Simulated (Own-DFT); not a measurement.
# One host, several defects: zincblende GaAs

Calculated, not measured: single-point runs of Own-DFT, a retired in-house plane-wave DFT program that no person has reviewed, on unrelaxed cells, without spin or spin-orbit coupling.

Method: PBE; PseudoDojo norm-conserving scalar-relativistic files; cutoff 42 hartree; 3 x 3 x 3 k mesh centred on Gamma; Fermi-Dirac smearing of 0.1 eV.

Known weak points (not all hold for every row): not probed for a lower state with spin; forces not confirmed at this smearing and k mesh; stress not checked against mesh or cutoff.

All runs share one cell, with vectors in Å (11.737, 0.000, 0.000); (0.000, 11.737, 0.000); (0.000, 0.000, 10.833) and a volume of 1492.4 Å³, strained against the parent crystal. Atoms were moved at random from their sites; u is the rms move along one axis. The defect's site can differ from row to row.

```
cell,formula,u (Å),P (GPa)
no defect,As32Ga32,0.0264,1.26
no defect,As32Ga32,0.0489,1.62
no defect,As32Ga32,0.0533,1.70
one Al on a Ga site,AlAs32Ga31,0.0317,1.23
one Al on a Ga site,AlAs32Ga31,0.0325,1.27
one Al on a Ga site,AlAs32Ga31,0.0469,1.40
one In on a Ga site,As32Ga31In,0.0460,2.11
one In on a Ga site,As32Ga31In,0.0506,2.17
one In on a Ga site,As32Ga31In,0.0509,2.09
one In on a Ga site,As32Ga31In,0.0510,?
one P on an As site,As31Ga32P,0.0275,0.96
one P on an As site,As31Ga32P,0.0302,1.02
one P on an As site,As31Ga32P,0.0314,1.00
one As vacancy and one Ga vacancy,As31Ga31,0.0300,0.96
one As vacancy and one Ga vacancy,As31Ga31,0.0496,1.26
one As vacancy and one Ga vacancy,As31Ga31,0.0535,1.22
```

## Analysis

P = P0 + c u² + a shift for each defect gives P0 = 1.19 GPa, c = 170 ± 19 GPa/Å² and a scatter of 0.05 GPa. The shifts, and each times the cell's volume:

- one In on a Ga site: 0.52 ± 0.04 GPa, 4.9 eV
- one Al on a Ga site: -0.13 ± 0.04 GPa, -1.2 eV
- one P on an As site: -0.34 ± 0.04 GPa, -3.2 eV
- one As vacancy and one Ga vacancy: -0.40 ± 0.04 GPa, -3.7 eV

Against the defect-free cell, a freed cell would be larger where the shift is positive and smaller where it is negative (160.2 GPa Å³ is 1 eV). The atoms around the defects weren't relaxed, which would change these numbers.

## Withheld run

Asked: what pressure belongs in the blank (one In on a Ga site, u = 0.0510 Å)?

The fitted form gives 2.16 ± 0.05 GPa. The run itself gave 2.22 GPa.
